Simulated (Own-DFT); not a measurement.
## Calculated data, GaP (zincblende, strained, atoms displaced), SiC (twinned 3C silicon carbide, atoms displaced)

All values are calculated (Own-DFT development build). A calculation, not a measurement: plane-wave PBE density functional theory by an unreviewed code, no spin, of a simulated periodic cell, stress positive in tension, free energy of the whole cell less one offset for each atom, forces on such cells passed a denser k mesh, this cell's mesh not checked; offsets are fitted by least squares, one for each functional and potential file, so energies compare only between cells with the same atoms and settings and are not formation energies; the far tail of each file's local potential was reset to the Coulomb form; each entry is a single point on an unrelaxed cell, so the pressure reflects the starting lattice, mostly measured values (interpolated for alloys), from which strain is counted, and rises with the displacements; printed positions are rounded, which can move forces by about a meV/angstrom; the program, named Own-DFT, is a retired in-house code; no spin-orbit coupling.

Settings shared by all entries: functional PBE; potential files PseudoDojo norm-conserving, scalar-relativistic, standard set; wave cutoff 42 hartree; occupations Fermi-Dirac; smearing width 0.1 eV.

(1) GaP (zincblende, strained, atoms displaced)

```
GaP
1.0
     10.8620     0.0000     0.0000
      0.0000    10.8620     0.0000
      0.0000     0.0000    10.9361
Ga P Ga P Ga P Ga P Ga P Ga P Ga P Ga P
4 4 4 4 4 4 4 4 4 4 4 4 4 4 4 4
Direct
  0.00480 0.00253 0.00295
  0.99601 0.23839 0.24981
  0.25075 0.99799 0.25466
  0.25845 0.24973 0.00465
  0.12785 0.12315 0.13220
  0.12918 0.37566 0.38287
  0.38350 0.12527 0.37261
  0.36635 0.37829 0.12312
  0.00105 0.00103 0.50767
  0.00255 0.25619 0.75066
  0.24981 0.00535 0.75259
  0.24760 0.24645 0.49863
  0.12793 0.12066 0.63038
  0.12829 0.37881 0.87482
  0.38059 0.12031 0.88026
  0.37609 0.37418 0.62110
  0.99809 0.49695 0.99712
  0.99463 0.74809 0.24721
  0.24878 0.49332 0.25854
  0.24837 0.75436 0.99910
  0.12735 0.63260 0.11977
  0.12549 0.87302 0.37523
  0.37709 0.62462 0.36984
  0.36789 0.87265 0.11360
  0.99392 0.50408 0.49505
  0.99699 0.75375 0.74805
  0.24906 0.49587 0.75233
  0.24720 0.74221 0.50801
  0.12651 0.63204 0.61689
  0.12076 0.86586 0.87072
  0.36839 0.62048 0.87135
  0.37701 0.87571 0.62659
  0.50624 0.00632 0.00691
  0.49797 0.25711 0.25035
  0.75697 0.00146 0.25008
  0.75033 0.23864 0.99991
  0.62406 0.12435 0.12737
  0.62009 0.37592 0.37401
  0.86765 0.12926 0.36862
  0.87626 0.37353 0.12224
  0.49841 0.98987 0.49753
  0.49905 0.25079 0.74465
  0.75410 0.01001 0.75242
  0.74380 0.25590 0.49952
  0.62691 0.12639 0.61981
  0.62014 0.38364 0.87554
  0.87384 0.12656 0.87688
  0.88036 0.37908 0.62586
  0.50082 0.49609 0.00185
  0.50610 0.74052 0.25181
  0.75145 0.50083 0.24988
  0.74883 0.74710 0.99729
  0.62890 0.62715 0.12624
  0.62990 0.86705 0.37115
  0.87184 0.61700 0.38452
  0.87555 0.86959 0.12789
  0.49997 0.49407 0.49587
  0.50083 0.75260 0.75770
  0.74903 0.50051 0.75224
  0.74629 0.75395 0.50160
  0.61897 0.61968 0.62544
  0.62421 0.88017 0.87642
  0.87778 0.62492 0.87881
  0.87071 0.86864 0.62188
```

* hardware: one NVIDIA H100
* k mesh: 3 x 3 x 3 centred on Gamma
* free energy of cell above offsets: -33.221 eV
* pressure: 3.61 GPa
* stress xx: -3.87 GPa
* stress yy: -3.63 GPa
* stress zz: -3.33 GPa
* stress yz: 0.12 GPa
* stress xz: -0.13 GPa
* stress xy: -0.57 GPa
* wall time: 504.4 s

Force:
```csv
element,x (eV/Å),y (eV/Å),z (eV/Å)
Ga,-0.178,-0.674,-0.158
Ga,0.625,1.588,-0.097
Ga,0.45,-0.323,-0.216
Ga,-1.028,-0.607,-0.718
P,0.259,0.176,-0.768
P,-1.383,-0.602,-0.622
P,-0.745,-0.288,0.278
P,1.183,0.154,0.731
Ga,-0.343,-0.311,-0.954
Ga,0.054,-0.454,0.103
Ga,0.399,-1.148,0.501
Ga,0.691,-0.31,0.343
P,-0.559,0.993,-0.358
P,-0.163,-0.949,0.529
P,-0.253,0.816,-0.566
P,-0.634,-0.191,0.198
Ga,0.589,0.462,0.56
Ga,0.63,-0.545,0.844
Ga,-0.265,1.129,-0.89
Ga,-0.121,-0.902,-0.997
P,-0.52,-1.401,0.915
P,-0.282,-0.113,0.446
P,-0.371,-0.276,0.952
P,1.546,0.741,1.718
Ga,1.557,-0.734,1.086
Ga,-0.125,-0.876,-0.344
Ga,0.013,0.505,-1.301
Ga,1.581,1.68,-1.751
P,-1.497,-1.994,1.939
P,0.442,1.66,0.349
P,0.783,0.648,0.853
P,-0.492,-0.303,0.277
Ga,-0.695,-1.186,-0.332
Ga,-0.139,-0.326,-0.623
Ga,-0.813,-0.775,-0.401
Ga,-0.611,1.548,0.086
P,0.366,0.477,0.815
P,0.804,0.153,-0.457
P,0.487,-0.292,1.909
P,-0.187,-0.419,0.321
Ga,0.619,0.459,-0.158
Ga,0.161,-0.033,0.522
Ga,-0.504,-1.028,-0.682
Ga,0.715,0.011,-0.002
P,-0.343,-0.432,0.319
P,0.728,-1.763,-0.169
P,1.257,-0.001,-0.174
P,-0.765,-0.304,-0.107
Ga,-0.599,1.017,0.22
Ga,-0.799,1.012,-0.692
Ga,0.033,-0.365,-0.016
Ga,0.111,0.607,0.039
P,-0.207,-0.795,-0.503
P,-0.42,1.046,-0.168
P,-0.705,1.627,-1.614
P,-0.353,0.829,-0.822
Ga,-0.468,0.861,0.263
Ga,-0.273,-0.469,-0.488
Ga,0.228,0.324,-0.16
Ga,-0.266,-1.369,0.172
P,0.396,0.669,0.066
P,0.545,0.008,0.081
P,-0.319,0.022,-0.828
P,0.173,1.337,0.702
```

(2) SiC (twinned 3C silicon carbide, atoms displaced)

```
SiC
1.0
      6.5394    -6.5394     0.0000
      0.0000     6.5394    -6.5394
      8.7192     8.7192     8.7192
Si C Si C Si C Si C Si C Si C Si C Si C Si C Si C Si C Si C Si C Si C Si C Si C Si C Si C Si C Si C Si C Si C Si C Si C Si C Si C Si C Si C Si C Si C Si C Si C Si C Si C Si C Si C Si C Si C Si C Si C Si C Si C Si C Si C Si C Si C Si C Si C Si C Si C Si C Si C Si C Si C
1 1 1 1 1 1 1 1 1 1 1 1 1 1 1 1 1 1 1 1 1 1 1 1 1 1 1 1 1 1 1 1 1 1 1 1 1 1 1 1 1 1 1 1 1 1 1 1 1 1 1 1 1 1 1 1 1 1 1 1 1 1 1 1 1 1 1 1 1 1 1 1 1 1 1 1 1 1 1 1 1 1 1 1 1 1 1 1 1 1 1 1 1 1 1 1 1 1 1 1 1 1 1 1 1 1 1 1
Direct
  0.99673 0.00550 0.43661
  0.99794 0.00145 0.06197
  0.11123 0.22550 0.10250
  0.10902 0.22797 0.22715
  0.22166 0.10919 0.26981
  0.21811 0.10944 0.39419
  0.00630 0.33888 0.43653
  0.00063 0.33373 0.06318
  0.10848 0.55809 0.10102
  0.11156 0.55226 0.22911
  0.22469 0.44021 0.26614
  0.22724 0.44668 0.39541
  0.00289 0.66560 0.43930
  0.00017 0.66978 0.06165
  0.11239 0.89000 0.10108
  0.11022 0.88811 0.22752
  0.22775 0.78709 0.27079
  0.21605 0.76962 0.39575
  0.33311 0.00265 0.44018
  0.32487 0.00007 0.06041
  0.44475 0.22186 0.10504
  0.44642 0.21699 0.22801
  0.55107 0.11557 0.27053
  0.55345 0.10686 0.39399
  0.33477 0.33390 0.43822
  0.33526 0.33449 0.06477
  0.44233 0.55517 0.10218
  0.44327 0.55386 0.23024
  0.56218 0.45018 0.27407
  0.55598 0.44824 0.39241
  0.32354 0.66314 0.43829
  0.33297 0.66963 0.06194
  0.43922 0.88534 0.10138
  0.44361 0.88701 0.22832
  0.55381 0.77399 0.27178
  0.55283 0.77721 0.39499
  0.66477 0.99656 0.43369
  0.66909 0.00189 0.06282
  0.77590 0.22651 0.10675
  0.77792 0.22591 0.23191
  0.89016 0.11250 0.27358
  0.89424 0.11466 0.39556
  0.67002 0.33152 0.43766
  0.66916 0.33957 0.06456
  0.77339 0.55386 0.10179
  0.77770 0.56007 0.22805
  0.88750 0.43828 0.27030
  0.88851 0.44646 0.39650
  0.66635 0.66325 0.43591
  0.65839 0.66371 0.06153
  0.77944 0.89513 0.10545
  0.77726 0.89189 0.22697
  0.88591 0.77253 0.26983
  0.89350 0.78113 0.39730
  0.00194 0.99884 0.93504
  0.00036 0.99993 0.56274
  0.88801 0.77546 0.60349
  0.89352 0.77700 0.72838
  0.76905 0.88459 0.77274
  0.77326 0.88499 0.89587
  0.00057 0.66269 0.94132
  0.00164 0.66422 0.56231
  0.89081 0.44789 0.60211
  0.89099 0.44919 0.72992
  0.77772 0.55294 0.76938
  0.77508 0.55237 0.89362
  0.00701 0.33478 0.94194
  0.00024 0.33778 0.56071
  0.88821 0.10832 0.60416
  0.88928 0.11205 0.72909
  0.78058 0.22709 0.77225
  0.77857 0.21767 0.89445
  0.66491 0.00186 0.93774
  0.66689 0.99890 0.55842
  0.55967 0.78119 0.60290
  0.54962 0.77143 0.72717
  0.44385 0.89104 0.77445
  0.44847 0.89350 0.89679
  0.66923 0.66706 0.93420
  0.67110 0.66785 0.55979
  0.55423 0.44505 0.60198
  0.55080 0.44160 0.72811
  0.44062 0.54994 0.77025
  0.44300 0.55541 0.89793
  0.66805 0.32779 0.94009
  0.66094 0.32662 0.56027
  0.55072 0.11045 0.60454
  0.55338 0.11301 0.72893
  0.44157 0.22270 0.77179
  0.44652 0.22241 0.89725
  0.33378 0.00864 0.93757
  0.33481 0.00453 0.56070
  0.22333 0.77351 0.60450
  0.22506 0.77857 0.72652
  0.11765 0.88836 0.77164
  0.11278 0.88632 0.89418
  0.33915 0.67267 0.93415
  0.32716 0.66375 0.56072
  0.22502 0.44506 0.60244
  0.22191 0.44294 0.72590
  0.11165 0.55708 0.77090
  0.11857 0.56004 0.89371
  0.33419 0.33307 0.93999
  0.33556 0.32874 0.56059
  0.22112 0.11649 0.60241
  0.22167 0.11006 0.72967
  0.11256 0.21888 0.77310
  0.10706 0.22344 0.89337
```

* k mesh: 4 x 4 x 2 centred on Gamma
* free energy of cell above offsets: -16.327 eV
* pressure: 3.69 GPa
* stress xx: -3.49 GPa
* stress yy: -3.55 GPa
* stress zz: -4.01 GPa
* stress yz: -0.56 GPa
* stress xz: -0.47 GPa
* stress xy: -0.94 GPa

Force:
```csv
element,x (eV/Å),y (eV/Å),z (eV/Å)
Si,0.862,-1.255,1.202
C,0.217,-0.54,-0.271
Si,0.333,-0.157,0.863
C,0.009,-1.459,1.472
Si,-0.393,0.342,-0.48
C,0.782,0.03,-0.236
Si,-0.448,0.172,0.27
C,-0.204,0.69,-0.208
Si,1.393,0.209,0.967
C,-0.227,0.353,-0.957
Si,0.737,2.124,-0.25
C,-0.763,-0.305,0.196
Si,-1.046,0.473,-0.557
C,-0.241,0.38,0.837
Si,-0.276,1.574,0.586
C,-0.176,0.08,-0.231
Si,-1.093,-0.76,1.646
C,0.808,0.628,-1.642
Si,-1.244,-1.172,-0.143
C,1.728,-0.879,-0.351
Si,-0.22,0.089,-0.03
C,-0.513,2.115,-1.284
Si,0.901,-2.072,1.473
C,0.198,0.68,-0.402
Si,-0.85,-0.697,-0.528
C,-0.664,-0.145,0.107
Si,0.609,0.839,0.198
C,0.053,-1.052,-0.567
Si,-2.184,-1.132,-0.505
C,1.121,0.081,2.03
Si,0.863,-1.375,-0.825
C,-0.844,-0.647,0.261
Si,1.184,0.678,-0.388
C,0.323,0.102,-0.778
Si,-0.363,0.114,-0.85
C,0.076,-0.207,0.665
Si,0.567,0.322,-0.128
C,-0.629,1.104,-0.382
Si,0.197,-0.885,0.499
C,-0.969,-0.824,0.782
Si,-0.851,-0.514,-0.678
C,-0.906,1.073,-0.156
Si,-0.999,0.174,-0.242
C,-0.904,-0.965,1.03
Si,0.943,1.437,-0.873
C,-0.131,-1.266,0.988
Si,1.083,1.235,-1.606
C,-0.068,-0.769,0.076
Si,0.385,0.5,-1.133
C,1.233,-0.612,-0.945
Si,-0.99,-0.992,0.552
C,0.876,0.406,1.066
Si,1.021,0.879,-1.092
C,-0.915,-0.151,0.061
Si,-0.466,0.633,0.25
C,-0.237,0.033,-0.176
Si,0.766,-0.17,-0.27
C,-0.399,0.934,0.179
Si,0.337,-1.432,-0.999
C,0.556,0.133,-0.623
Si,-1.403,-0.901,-1.639
C,0.219,0.775,-0.441
Si,-0.346,0.119,1.236
C,-0.463,-0.868,0.284
Si,-0.169,0.644,-0.517
C,0.981,-0.16,0.643
Si,-1.889,-0.124,-1.164
C,0.468,-0.557,1.019
Si,-0.107,0.51,-0.763
C,-0.135,0.227,0.549
Si,-0.869,-0.866,-0.196
C,1.155,1.097,-0.322
Si,0.855,-0.792,0.409
C,0.455,0.976,0.301
Si,-0.986,-0.157,0.3
C,0.712,0.723,-0.191
Si,-0.677,-1.352,-0.882
C,-0.543,0.708,-0.065
Si,-0.022,0.76,1.123
C,-0.425,0.747,0.798
Si,0.609,-0.416,0.348
C,0.579,-0.38,-0.258
Si,0.068,0.414,-0.3
C,-0.354,-1.024,-0.435
Si,-0.321,-0.025,-1.282
C,1.334,0.788,-0.602
Si,0.432,-0.984,0.038
C,0.632,-0.086,0.355
Si,0.057,-0.601,-0.203
C,-0.104,0.445,-0.722
Si,-0.516,-1.134,1.24
C,-0.001,0.706,1.605
Si,-0.393,0.643,-1.245
C,0.771,0.531,0.722
Si,-1.45,0.115,-0.361
C,0.394,0.594,0.251
Si,0.229,0.621,1.011
C,1.562,-0.581,-0.004
Si,-0.641,0.117,0.34
C,0.279,0.559,0.795
Si,-0.214,-0.817,-0.291
C,-0.107,0.731,1.133
Si,-0.474,-0.037,-0.446
C,0.088,1.4,-0.986
Si,0.309,-0.689,1.67
C,0.069,-0.131,-0.074
Si,-1.431,-0.114,-1.407
C,1.839,-0.338,1.155
```
